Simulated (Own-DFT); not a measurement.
# Computed records: SiC (4H silicon carbide, atoms displaced)

All values are calculated (Own-DFT development build). A calculation, not a measurement: plane-wave PBE density functional theory by an unreviewed code, no spin, of a simulated periodic cell, stress positive in tension, free energy of the whole cell less one offset for each atom, forces on such cells passed a denser k mesh, this cell's mesh not checked; offsets are fitted by least squares, one for each functional and potential file, so energies compare only between cells with the same atoms and settings and are not formation energies; the far tail of each file's local potential was reset to the Coulomb form; each entry is a single point on an unrelaxed cell, so the pressure reflects the starting lattice, mostly measured values (interpolated for alloys), from which strain is counted, and rises with the displacements; printed positions are rounded, which can move forces by about a meV/angstrom; the program, named Own-DFT, is a retired in-house code; no spin-orbit coupling.

Common to all runs: functional PBE; potential files PseudoDojo norm-conserving, scalar-relativistic, standard set; wave cutoff 42 hartree; occupations Fermi-Dirac; smearing width 0.1 eV; hardware one NVIDIA H100; k mesh 5 x 5 x 3 centred on Gamma.

(1) SiC (4H silicon carbide, atoms displaced)

```
SiC
1.0
      6.1654     0.0000     0.0000
     -3.0827     5.3394     0.0000
      0.0000     0.0000    10.0681
Si C Si C Si C Si C Si C Si C Si C Si C
2 2 2 2 2 2 2 2 2 2 2 2 2 2 2 2
Direct
  0.98816 0.00603 0.42052
  0.16591 0.33891 0.15836
  0.02282 0.01077 0.09076
  0.16064 0.32792 0.34642
  0.99970 0.50107 0.40846
  0.14280 0.81228 0.15709
  0.99381 0.49597 0.09018
  0.18506 0.84127 0.33390
  0.49458 0.99934 0.41096
  0.66714 0.34200 0.16498
  0.48903 0.99878 0.08594
  0.66441 0.31614 0.34086
  0.50244 0.50493 0.41180
  0.67642 0.83729 0.16686
  0.50846 0.49698 0.09885
  0.68996 0.85594 0.34793
  0.01724 0.99908 0.90155
  0.82862 0.65221 0.65708
  0.00322 0.99363 0.59443
  0.85022 0.68332 0.84405
  0.00601 0.50567 0.91161
  0.82519 0.15543 0.65334
  0.01046 0.50135 0.58264
  0.83750 0.15996 0.83966
  0.50210 0.99654 0.90911
  0.34782 0.68480 0.65244
  0.50417 0.00783 0.59838
  0.32943 0.66612 0.83979
  0.50061 0.49565 0.90778
  0.31246 0.16552 0.66373
  0.49769 0.49521 0.59944
  0.30933 0.14327 0.84461
```

- free energy of cell above offsets: -1.732 eV
- pressure: 5.99 GPa
- stress xx: -4.46 GPa
- stress yy: -2.9 GPa
- stress zz: -10.6 GPa
- stress yz: 0.12 GPa
- stress xz: -1.01 GPa
- stress xy: -2.19 GPa
- wall time: 120.6 s

Force:
```
element  x (eV/Å)  y (eV/Å)  z (eV/Å)
     Si     3.633      0.56    -3.194
     Si     1.114    -0.826    -0.096
      C    -2.257     -0.88     0.461
      C     0.511     1.154     0.421
     Si      0.26     0.452     -2.74
     Si     2.097      3.02    -1.291
      C       0.1    -0.652     1.593
      C    -2.138    -1.443     3.093
     Si     0.599    -0.032    -0.841
     Si     0.566    -2.708    -2.668
      C     1.149    -0.248     3.119
      C    -0.716     2.439     2.462
     Si     0.239    -0.716    -1.205
     Si     -0.61     0.908    -3.307
      C    -1.699     1.448    -0.222
      C    -2.329      -2.8     0.918
     Si    -5.163    -0.573     2.908
     Si     1.007     0.697     0.092
      C    -1.602    -0.836     1.232
      C    -0.709    -3.417    -0.226
     Si    -0.192    -1.125    -2.503
     Si     1.203     1.948     0.901
      C    -0.666    -0.252     3.327
      C    -0.605     0.899     0.783
     Si     0.374    -0.079    -1.397
     Si    -0.871    -2.197     0.961
      C    -1.456     0.209     -1.17
      C     1.029    -0.194     0.849
     Si    -0.135     0.511    -0.173
     Si     2.423     0.177    -0.657
      C     -0.15      0.43    -0.516
      C     4.995     4.128    -0.912
```

(2) SiC (4H silicon carbide, atoms displaced)

```
SiC
1.0
      6.1654     0.0000     0.0000
     -3.0827     5.3394     0.0000
      0.0000     0.0000    10.0681
Si C Si C Si C Si C Si C Si C Si C Si C
2 2 2 2 2 2 2 2 2 2 2 2 2 2 2 2
Direct
  0.98398 0.98279 0.39908
  0.13987 0.30440 0.15842
  0.98936 0.00236 0.09010
  0.16665 0.32309 0.34538
  0.99407 0.48946 0.40401
  0.16411 0.83077 0.16110
  0.00346 0.49620 0.10416
  0.16155 0.82118 0.33851
  0.52165 0.01223 0.40499
  0.64487 0.33341 0.16288
  0.49410 0.99721 0.09211
  0.65713 0.30842 0.34677
  0.49286 0.49867 0.41676
  0.65658 0.82423 0.16291
  0.50401 0.51828 0.09008
  0.65974 0.83494 0.33559
  0.98176 0.00388 0.90048
  0.83741 0.69094 0.66193
  0.00877 0.00521 0.59324
  0.82822 0.67337 0.84710
  0.02324 0.51393 0.90639
  0.84077 0.18054 0.64888
  0.99009 0.46979 0.59517
  0.83479 0.16496 0.84436
  0.50506 0.00187 0.91274
  0.33011 0.66519 0.65183
  0.50045 0.00412 0.59302
  0.31291 0.65264 0.85014
  0.49021 0.49605 0.91269
  0.33589 0.16826 0.66202
  0.49468 0.48828 0.61067
  0.35956 0.18199 0.84930
```

* free energy of cell above offsets: -0.755 eV
* pressure: 7.18 GPa
* stress xx: -3.2 GPa
* stress yy: -10.98 GPa
* stress zz: -7.35 GPa
* stress yz: 1.79 GPa
* stress xz: 0.36 GPa
* stress xy: -0.03 GPa
* wall time: 128.1 s

Force:
```
element  x (eV/Å)  y (eV/Å)  z (eV/Å)
     Si      2.04      1.11     1.186
     Si     0.973     3.709     0.127
      C     0.705    -2.409     0.375
      C    -0.393    -0.243     0.252
     Si     0.479     0.117      0.14
     Si    -0.245    -0.348    -2.457
      C    -1.724    -0.101    -1.344
      C    -0.013      0.66     2.604
     Si    -2.825    -4.217      1.44
     Si      2.08     0.001    -1.923
      C    -0.121     0.449     1.956
      C    -1.216     5.172    -0.553
     Si     0.614    -0.974    -0.631
     Si    -0.385     1.704    -3.645
      C    -0.447    -2.924     2.232
      C     0.867    -1.516     3.781
     Si     3.545    -0.543     1.587
     Si     0.834    -2.859     0.243
      C    -0.821     -0.12    -0.831
      C     0.842    -0.246     0.082
     Si    -6.111    -3.191     2.591
     Si    -0.132    -5.866     3.405
      C    -0.745     7.796    -2.399
      C    -1.754     1.719    -1.216
     Si     -0.25    -0.349    -1.294
     Si    -0.394    -0.327     1.606
      C     0.535    -0.761    -0.249
      C     4.785     3.736    -2.669
     Si     0.862     1.265    -1.459
     Si     0.496     -1.03     0.518
      C     0.076     2.835    -2.903
      C    -2.156    -2.248    -0.551
```

(3) SiC (4H silicon carbide, atoms displaced)

```
SiC
1.0
      6.1654     0.0000     0.0000
     -3.0827     5.3394     0.0000
      0.0000     0.0000    10.0681
Si C Si C Si C Si C Si C Si C Si C Si C
2 2 2 2 2 2 2 2 2 2 2 2 2 2 2 2
Direct
  0.97604 0.98685 0.39746
  0.15977 0.31195 0.15175
  0.01371 0.01678 0.09170
  0.15771 0.33848 0.33435
  0.01077 0.49897 0.40692
  0.18171 0.82989 0.15888
  0.98231 0.50736 0.08973
  0.14631 0.82976 0.34093
  0.50319 0.99635 0.40359
  0.68150 0.33903 0.16632
  0.50779 0.98876 0.08593
  0.65549 0.32856 0.34624
  0.50993 0.50307 0.39657
  0.68434 0.83959 0.15903
  0.49922 0.50272 0.09258
  0.66799 0.83405 0.34756
  0.00919 0.99270 0.91240
  0.83409 0.66890 0.66082
  0.99721 0.01180 0.59018
  0.83540 0.66914 0.83654
  0.98975 0.50453 0.91544
  0.84070 0.15987 0.64814
  0.00462 0.49453 0.58512
  0.82764 0.17483 0.84208
  0.50134 0.01157 0.91328
  0.32819 0.66144 0.66324
  0.49163 0.98998 0.60272
  0.33483 0.67051 0.85536
  0.49083 0.50588 0.90675
  0.34150 0.19365 0.66461
  0.47915 0.48054 0.59741
  0.31094 0.16137 0.84453
```

- free energy of cell above offsets: -0.802 eV
- pressure: 6.96 GPa
- stress xx: -4.34 GPa
- stress yy: -6.92 GPa
- stress zz: -9.63 GPa
- stress yz: 0.34 GPa
- stress xz: 1.76 GPa
- stress xy: 0.46 GPa
- wall time: 132.4 s

Force:
```
element  x (eV/Å)  y (eV/Å)  z (eV/Å)
     Si     3.397     3.327     2.778
     Si    -0.483     5.662     0.601
      C     0.733    -4.656     0.261
      C     1.793    -1.247     0.549
     Si    -1.884     0.566    -0.697
     Si    -1.138     0.351    -0.915
      C     2.548    -0.137     2.271
      C     2.276    -0.063     0.294
     Si    -2.599    -0.028      2.33
     Si    -2.441    -1.137    -2.409
      C     -0.35     1.417     4.381
      C      2.28    -0.177     0.223
     Si    -2.657    -1.453     2.447
     Si    -1.089    -1.075    -1.537
      C     0.927    -0.365      1.14
      C    -1.942    -1.086     -1.99
     Si    -3.766      0.31    -1.972
     Si     0.094    -0.083    -3.096
      C     2.748    -2.367    -0.846
      C    -0.677    -0.205      3.02
     Si     1.025    -0.872    -3.396
     Si    -3.378     1.264      2.29
      C        -1     0.581     2.146
      C     1.107    -0.369     0.661
     Si      0.52    -0.364    -3.667
     Si    -0.274     0.244    -0.163
      C     0.019     1.232    -1.655
      C    -1.794     0.426    -1.199
     Si     1.548    -0.679     0.217
     Si     0.339    -6.279    -0.822
      C     1.381     5.448    -2.235
      C     2.737     1.814     0.992
```

(4) SiC (4H silicon carbide, atoms displaced)

```
SiC
1.0
      6.1654     0.0000     0.0000
     -3.0827     5.3394     0.0000
      0.0000     0.0000    10.0681
Si C Si C Si C Si C Si C Si C Si C Si C
2 2 2 2 2 2 2 2 2 2 2 2 2 2 2 2
Direct
  0.99847 0.01478 0.41172
  0.17358 0.33758 0.15280
  0.97989 0.98382 0.08811
  0.17025 0.33483 0.34372
  0.99783 0.49247 0.40799
  0.16832 0.82719 0.15258
  0.99864 0.48522 0.08936
  0.17191 0.82706 0.34898
  0.48716 0.99625 0.40006
  0.67383 0.33964 0.17173
  0.51331 0.00125 0.10193
  0.65646 0.33268 0.34894
  0.49506 0.49243 0.41335
  0.67694 0.84322 0.15725
  0.50045 0.48745 0.09210
  0.68207 0.85472 0.35053
  0.00448 0.98785 0.89865
  0.83702 0.68407 0.65817
  0.98782 0.98949 0.59065
  0.82586 0.64796 0.84173
  0.99187 0.48389 0.89957
  0.83540 0.16210 0.66361
  0.00417 0.50112 0.58251
  0.82203 0.15923 0.83680
  0.48669 0.98899 0.90192
  0.32454 0.66283 0.64975
  0.50361 0.00187 0.58763
  0.32236 0.65105 0.84471
  0.50212 0.49618 0.90693
  0.34082 0.17180 0.65532
  0.50289 0.51530 0.59240
  0.33212 0.16873 0.83890
```

* free energy of cell above offsets: -2.949 eV
* pressure: 5.17 GPa
* stress xx: -5.35 GPa
* stress yy: -2.36 GPa
* stress zz: -7.8 GPa
* stress yz: 0.67 GPa
* stress xz: 0.31 GPa
* stress xy: -1.1 GPa
* wall time: 127.2 s

Force:
```
element  x (eV/Å)  y (eV/Å)  z (eV/Å)
     Si     1.735    -1.481    -1.413
     Si     0.075    -1.594     0.221
      C     3.325     1.838     -0.43
      C    -0.116     0.246    -0.229
     Si    -0.421     0.677    -1.719
     Si     -0.22     0.047     0.671
      C    -0.744     1.169     0.536
      C    -2.807    -0.346    -1.623
     Si       2.1     0.568     1.415
     Si    -0.064    -0.805    -3.362
      C    -2.058     0.388    -1.744
      C     1.012     0.289     0.731
     Si    -0.208     2.289    -1.562
     Si    -0.779    -2.275     1.184
      C     0.079     1.228     0.715
      C    -0.954    -2.264    -1.478
     Si    -1.771     0.264     1.099
     Si     0.778    -3.182     -1.12
      C     1.157     2.881     1.596
      C     0.167     1.439    -0.162
     Si     0.021     0.056     1.295
     Si    -1.054      0.58    -4.041
      C     -1.07    -0.604     3.697
      C     0.853    -1.042     2.465
     Si     0.851     0.369     1.241
     Si     0.132     1.076     0.641
      C    -0.472     0.143     1.198
      C     0.279      0.79     -0.77
     Si    -0.616    -0.237     0.171
     Si    -0.281    -0.272    -1.211
      C     0.678    -1.541     1.217
      C     0.394    -0.695     0.771
```

(5) SiC (4H silicon carbide, atoms displaced)

```
SiC
1.0
      6.1654     0.0000     0.0000
     -3.0827     5.3394     0.0000
      0.0000     0.0000    10.0681
Si C Si C Si C Si C Si C Si C Si C Si C
2 2 2 2 2 2 2 2 2 2 2 2 2 2 2 2
Direct
  0.00392 0.99288 0.41621
  0.16815 0.32515 0.15573
  0.99727 0.99474 0.09231
  0.16806 0.32749 0.34366
  0.99394 0.51227 0.41209
  0.16740 0.82992 0.14911
  0.99252 0.48792 0.09484
  0.16384 0.82571 0.33981
  0.48665 0.98940 0.41262
  0.66225 0.31929 0.15495
  0.49644 0.00251 0.09913
  0.66293 0.32852 0.33733
  0.49402 0.49026 0.40852
  0.66048 0.82247 0.15589
  0.52477 0.51111 0.09138
  0.66083 0.82547 0.35035
  0.00583 0.00498 0.90195
  0.82576 0.64584 0.66454
  0.00610 0.02068 0.60418
  0.83421 0.66627 0.84692
  0.00387 0.50159 0.91516
  0.82748 0.15166 0.65474
  0.01237 0.51088 0.59852
  0.82305 0.16513 0.84552
  0.51400 0.00335 0.91008
  0.33941 0.66056 0.65587
  0.49582 0.98740 0.60742
  0.34971 0.65977 0.84424
  0.48452 0.47279 0.90341
  0.31975 0.17809 0.66022
  0.49667 0.50264 0.59777
  0.33322 0.16895 0.85008
```

* free energy of cell above offsets: -2.696 eV
* pressure: 5.21 GPa
* stress xx: -4.98 GPa
* stress yy: -6.33 GPa
* stress zz: -4.33 GPa
* stress yz: -1.1 GPa
* stress xz: 0.39 GPa
* stress xy: -0.65 GPa
* wall time: 120.3 s

Force:
```
element  x (eV/Å)  y (eV/Å)  z (eV/Å)
     Si    -1.224     0.747    -1.749
     Si     0.423     0.586     0.338
      C     0.056     0.203    -0.282
      C    -1.026    -0.033     0.964
     Si     1.391    -2.322    -1.331
     Si    -1.091    -0.571     1.292
      C     1.076     0.575     0.673
      C    -0.451     0.826     0.901
     Si     1.227     0.655    -0.486
     Si    -0.245     2.084     0.566
      C     1.077    -1.719    -1.485
      C     0.035    -0.241     2.706
     Si     0.108     0.354    -0.871
     Si     0.523     1.577     1.139
      C    -1.888    -2.723    -0.274
      C     0.372     0.301    -0.088
     Si    -1.519    -1.138      1.14
     Si     0.076     2.027    -0.247
      C      1.01    -3.735    -1.785
      C     0.298    -0.635     0.325
     Si     0.291    -0.122    -2.388
     Si    -2.055     2.665       1.6
      C    -1.077    -1.718    -0.646
      C      2.26     1.165    -0.394
     Si    -1.617    -1.704     -0.19
     Si    -1.436     0.685     1.801
      C    -1.591     1.766    -2.246
      C    -2.195     0.408     0.657
     Si     1.344     4.779     2.036
     Si     3.209    -0.944     0.913
      C      1.87    -0.905    -1.021
      C     0.772    -2.894    -1.569
```

(6) SiC (4H silicon carbide, atoms displaced)

```
SiC
1.0
      6.1654     0.0000     0.0000
     -3.0827     5.3394     0.0000
      0.0000     0.0000    10.0681
Si C Si C Si C Si C Si C Si C Si C Si C
2 2 2 2 2 2 2 2 2 2 2 2 2 2 2 2
Direct
  0.00014 0.00897 0.40410
  0.15809 0.31880 0.14991
  0.01682 0.01749 0.09230
  0.14373 0.32502 0.34747
  0.02132 0.51440 0.40517
  0.14591 0.80915 0.15031
  0.99498 0.48657 0.08648
  0.13880 0.81696 0.34324
  0.49637 0.00335 0.40978
  0.67511 0.33277 0.16606
  0.50609 0.00991 0.10338
  0.67813 0.34229 0.33984
  0.48808 0.50054 0.40102
  0.67282 0.84410 0.16335
  0.50423 0.50075 0.09130
  0.65686 0.82629 0.34624
  0.00977 0.00890 0.91243
  0.82575 0.66985 0.65121
  0.99574 0.98311 0.59354
  0.83961 0.67847 0.85131
  0.01196 0.50899 0.90882
  0.83472 0.16560 0.64898
  0.98761 0.50219 0.59975
  0.81787 0.17135 0.83812
  0.51745 0.00710 0.90780
  0.31434 0.64886 0.66319
  0.51671 0.02197 0.59356
  0.31033 0.64732 0.84425
  0.48972 0.50423 0.90819
  0.32347 0.16820 0.65893
  0.50098 0.49530 0.59351
  0.34680 0.17363 0.84797
```

* free energy of cell above offsets: -1.775 eV
* pressure: 5.94 GPa
* stress xx: -3.13 GPa
* stress yy: -7.94 GPa
* stress zz: -6.74 GPa
* stress yz: 0.79 GPa
* stress xz: 0.79 GPa
* stress xy: -0.13 GPa
* wall time: 124.6 s

Force:
```
element  x (eV/Å)  y (eV/Å)  z (eV/Å)
     Si    -0.427    -2.714     1.046
     Si     1.024     3.942     1.816
      C    -0.749    -4.193      0.68
      C     2.527     0.967    -1.793
     Si     -3.33    -2.025     2.111
     Si     1.426     2.426     1.045
      C     0.105     0.169     1.795
      C      1.59      3.28    -1.037
     Si    -0.179     0.161    -1.013
     Si    -1.521     0.368    -3.208
      C    -0.258    -1.774    -1.441
      C    -0.906    -0.435     2.897
     Si      1.49     -0.95     0.885
     Si    -0.275    -1.155    -1.622
      C     -0.36     0.468     1.814
      C    -0.081     1.339     0.363
     Si    -0.807    -0.001    -2.463
     Si      0.45    -1.253     2.672
      C    -0.662     2.922    -1.005
      C    -0.623    -0.326    -0.967
     Si    -4.051    -2.109    -1.322
     Si     0.124     0.264     1.583
      C     1.814    -0.218    -1.833
      C     3.701     0.634     0.357
     Si    -2.482    -1.063     0.899
     Si     0.852      1.94    -1.774
      C    -2.124     -2.77     0.078
      C     2.768     2.939     0.208
     Si     2.438    -0.055    -0.172
     Si     1.918    -0.381     0.182
      C    -2.237     0.156    -0.502
      C    -1.154    -0.555    -0.277
```

(7) SiC (4H silicon carbide, atoms displaced)

```
SiC
1.0
      6.1654     0.0000     0.0000
     -3.0827     5.3394     0.0000
      0.0000     0.0000    10.0681
Si C Si C Si C Si C Si C Si C Si C Si C
2 2 2 2 2 2 2 2 2 2 2 2 2 2 2 2
Direct
  0.01575 0.99657 0.41536
  0.15131 0.33670 0.15938
  0.99338 0.00084 0.08930
  0.16564 0.32404 0.33451
  0.00878 0.48440 0.40749
  0.15853 0.82329 0.15861
  0.99786 0.48681 0.09093
  0.16924 0.83983 0.33976
  0.50256 0.00648 0.41619
  0.66433 0.33785 0.15664
  0.50052 0.98444 0.09963
  0.65074 0.34472 0.34651
  0.50356 0.50515 0.39766
  0.67242 0.84446 0.15871
  0.49604 0.49228 0.08402
  0.65978 0.83931 0.34141
  0.99948 0.99642 0.90570
  0.82041 0.66436 0.66271
  0.97994 0.99680 0.59597
  0.82299 0.65736 0.85493
  0.01397 0.51127 0.91112
  0.83228 0.16455 0.66081
  0.99784 0.49768 0.59210
  0.82310 0.16633 0.84150
  0.51084 0.01701 0.90416
  0.34332 0.68820 0.65089
  0.48716 0.97627 0.59822
  0.34743 0.69201 0.83625
  0.49984 0.47842 0.91107
  0.32939 0.14455 0.65882
  0.49768 0.49871 0.59449
  0.35204 0.16955 0.84300
```

- free energy of cell above offsets: -1.175 eV
- pressure: 6.52 GPa
- stress xx: -5.04 GPa
- stress yy: -5.26 GPa
- stress zz: -9.28 GPa
- stress yz: 0.92 GPa
- stress xz: 0.9 GPa
- stress xy: 2.64 GPa
- wall time: 113.7 s

Force:
```
element  x (eV/Å)  y (eV/Å)  z (eV/Å)
     Si    -2.508    -0.199    -2.225
     Si     3.392    -1.634    -2.266
      C     1.101     0.105     1.014
      C     0.045     0.088     3.006
     Si     -2.54     1.623    -0.403
     Si     0.308     1.273     -1.29
      C     -1.94     1.737     1.135
      C     1.015    -1.569     2.145
     Si    -0.387    -0.096    -2.755
     Si    -0.278    -1.623    -0.011
      C     -2.34     2.153     -1.58
      C     4.499    -1.827    -0.786
     Si    -2.115     1.353      2.32
     Si     0.632    -1.927    -0.911
      C    -0.787     0.504     3.864
      C     1.355     0.366      1.43
     Si    -0.492     0.265    -0.109
     Si     0.896     -0.88    -0.559
      C     2.693    -0.414     0.746
      C      1.43     0.967    -1.606
     Si     0.177    -0.358    -2.396
     Si    -0.841      1.21    -0.573
      C    -0.119      0.22     0.614
      C     2.804     1.427      0.86
     Si     0.676    -2.831     2.168
     Si     0.129    -8.084      2.65
      C     0.299      6.85    -2.442
      C      0.05    -2.192     1.597
     Si    -2.056     3.077    -2.134
     Si    -1.631     2.462    -0.446
      C    -0.479    -0.904    -0.691
      C    -2.988    -1.141    -0.363
```

(8) SiC (4H silicon carbide, atoms displaced)

```
SiC
1.0
      6.1654     0.0000     0.0000
     -3.0827     5.3394     0.0000
      0.0000     0.0000    10.0681
Si C Si C Si C Si C Si C Si C Si C Si C
2 2 2 2 2 2 2 2 2 2 2 2 2 2 2 2
Direct
  0.99584 0.00189 0.40537
  0.16591 0.33993 0.15884
  0.00302 0.00513 0.08435
  0.17294 0.33923 0.34156
  0.01476 0.49219 0.39701
  0.16178 0.82899 0.14807
  0.00081 0.50689 0.10050
  0.17354 0.83727 0.34049
  0.50676 0.00214 0.41188
  0.65251 0.34307 0.16538
  0.50299 0.98657 0.10792
  0.66945 0.34785 0.34812
  0.49004 0.48599 0.40646
  0.65776 0.83723 0.15429
  0.48409 0.46998 0.10133
  0.67742 0.84564 0.34124
  0.97203 0.95720 0.90768
  0.83849 0.67373 0.65717
  0.99672 0.98814 0.59934
  0.84894 0.67215 0.84536
  0.99928 0.49352 0.89962
  0.83322 0.16039 0.64834
  0.99229 0.49835 0.60070
  0.85386 0.18983 0.83867
  0.48980 0.98966 0.90118
  0.34907 0.67635 0.66150
  0.49990 0.00270 0.59532
  0.32215 0.67133 0.83785
  0.50361 0.50185 0.90292
  0.32680 0.16579 0.65031
  0.51230 0.50184 0.59281
  0.34132 0.17191 0.84495
```

* free energy of cell above offsets: -0.630 eV
* pressure: 6.92 GPa
* stress xx: -7.33 GPa
* stress yy: -7.77 GPa
* stress zz: -5.66 GPa
* stress yz: -2.17 GPa
* stress xz: -0.85 GPa
* stress xy: 2.29 GPa
* wall time: 133.9 s

Force:
```
element  x (eV/Å)  y (eV/Å)  z (eV/Å)
     Si     1.724    -1.113     -0.05
     Si    -0.662    -1.514    -1.561
      C    -0.806    -0.851     2.297
      C     0.767    -2.014     0.392
     Si    -3.747     2.835     2.566
     Si     0.168     1.637     1.933
      C    -0.679    -1.726    -1.832
      C    -0.337    -0.026     0.585
     Si    -0.805     0.067    -1.882
     Si     4.185    -2.521    -0.283
      C    -3.637     2.688    -3.634
      C     1.387    -1.628     0.156
     Si     0.955     3.149     0.474
     Si     3.914    -1.957     1.191
      C    -1.907     4.232    -2.707
      C    -0.832    -1.348     0.822
     Si     0.374     8.859     0.169
     Si     0.651    -2.148    -0.127
      C    -0.547     1.955    -2.187
      C    -1.766    -4.609    -1.793
     Si     0.023      0.96     2.418
     Si    -0.341      1.52     2.016
      C     2.245      0.26    -2.069
      C     -0.62     -5.45    -0.192
     Si     1.192     2.777     1.424
     Si    -1.458    -1.494    -2.651
      C     0.267    -0.405    -0.232
      C     2.459    -0.538     2.047
     Si    -0.567    -0.998     0.958
     Si     1.187     0.489     2.148
      C    -1.748     0.012     0.362
      C    -1.041    -1.102    -0.759
```
